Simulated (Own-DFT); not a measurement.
Simulation results for SiC (4H silicon carbide, atoms displaced)

All values are calculated (Own-DFT development build). A calculation, not a measurement: plane-wave PBE density functional theory by an unreviewed code, no spin, of a simulated periodic cell, stress positive in tension, free energy of the whole cell less one offset for each atom, forces on such cells passed a denser k mesh, this cell's mesh not checked; offsets are fitted by least squares, one for each functional and potential file, so energies compare only between cells with the same atoms and settings and are not formation energies; the far tail of each file's local potential was reset to the Coulomb form; each entry is a single point on an unrelaxed cell, so the pressure reflects the starting lattice, mostly measured values (interpolated for alloys), from which strain is counted, and rises with the displacements; printed positions are rounded, which can move forces by about a meV/angstrom; the program, named Own-DFT, is a retired in-house code; no spin-orbit coupling.

Entry: SiC (4H silicon carbide, atoms displaced)

```
SiC
1.0
      6.1654     0.0000     0.0000
     -3.0827     5.3394     0.0000
      0.0000     0.0000    10.0681
Si C Si C Si C Si C Si C Si C Si C Si C
2 2 2 2 2 2 2 2 2 2 2 2 2 2 2 2
Direct
  0.00316 0.00135 0.40249
  0.17478 0.34090 0.16578
  0.98348 0.99152 0.09943
  0.17997 0.36251 0.34728
  0.00117 0.49026 0.39980
  0.17359 0.83032 0.15357
  0.00150 0.50691 0.09772
  0.17406 0.84450 0.35047
  0.49492 0.99491 0.40477
  0.65407 0.32232 0.16170
  0.50443 0.99760 0.08401
  0.68126 0.35493 0.34606
  0.50469 0.50418 0.40549
  0.67740 0.85025 0.16299
  0.49299 0.48646 0.09559
  0.65825 0.82697 0.35117
  0.00489 0.99035 0.89903
  0.82249 0.64839 0.65267
  0.01240 0.01326 0.58335
  0.83187 0.66464 0.85001
  0.99255 0.49388 0.90331
  0.86369 0.18466 0.65206
  0.01426 0.50534 0.59635
  0.83618 0.17721 0.83957
  0.50550 0.01652 0.90346
  0.36181 0.69450 0.65665
  0.49684 0.00264 0.59176
  0.33818 0.67030 0.83430
  0.50540 0.49365 0.91069
  0.34745 0.17925 0.66791
  0.48234 0.49247 0.58565
  0.32896 0.16826 0.84252
```

| Item | Value |
| --- | --- |
| functional | PBE |
| potential files | PseudoDojo norm-conserving, scalar-relativistic, standard set |
| wave cutoff | 42 hartree |
| occupations | Fermi-Dirac |
| smearing width | 0.1 eV |
| hardware | one NVIDIA H100 |
| k mesh | 5 x 5 x 3 centred on Gamma |
| free energy of cell above offsets | -1.954 eV |
| pressure | 5.63 GPa |
| stress xx | -5.97 GPa |
| stress yy | -4.41 GPa |
| stress zz | -6.51 GPa |
| stress yz | -0.02 GPa |
| stress xz | 1.29 GPa |
| stress xy | 0.22 GPa |
| wall time | 122.6 s |

Force:
```tsv
element	x (eV/Å)	y (eV/Å)	z (eV/Å)
Si	-0.299	0.979	0.376
Si	-1.165	-0.721	-2.201
C	3.089	1.831	-1.189
C	1.803	-3.474	-1.058
Si	-1.384	3.293	2.846
Si	-1.387	0.807	0.797
C	0.209	-1.678	-0.775
C	-0.165	-1.312	-2.292
Si	0.202	1.74	1.469
Si	1.142	1.403	-1.156
C	-0.553	0.365	2.278
C	-0.693	-2.896	-0.521
Si	-0.108	-0.45	0.425
Si	-1.21	-2.886	-0.778
C	0.075	1.346	0.421
C	0.736	1.953	-1.366
Si	-2.621	1.33	2.127
Si	0.3	1.867	-0.36
C	0.433	-1.389	2.656
C	0.015	-0.731	-1.788
Si	1.881	1.428	0.92
Si	-1.808	-1.537	-0.011
C	-0.511	0.945	-1.341
C	0.911	-1.55	0.153
Si	1.254	-2.181	-1.144
Si	-1.381	-2.552	-0.955
C	1.353	2.433	0.222
C	0.174	0.205	3.121
Si	-2.113	1.382	-0.159
Si	-0.9	-1.306	-4.599
C	1.938	1.073	2.114
C	0.782	0.282	1.768
```
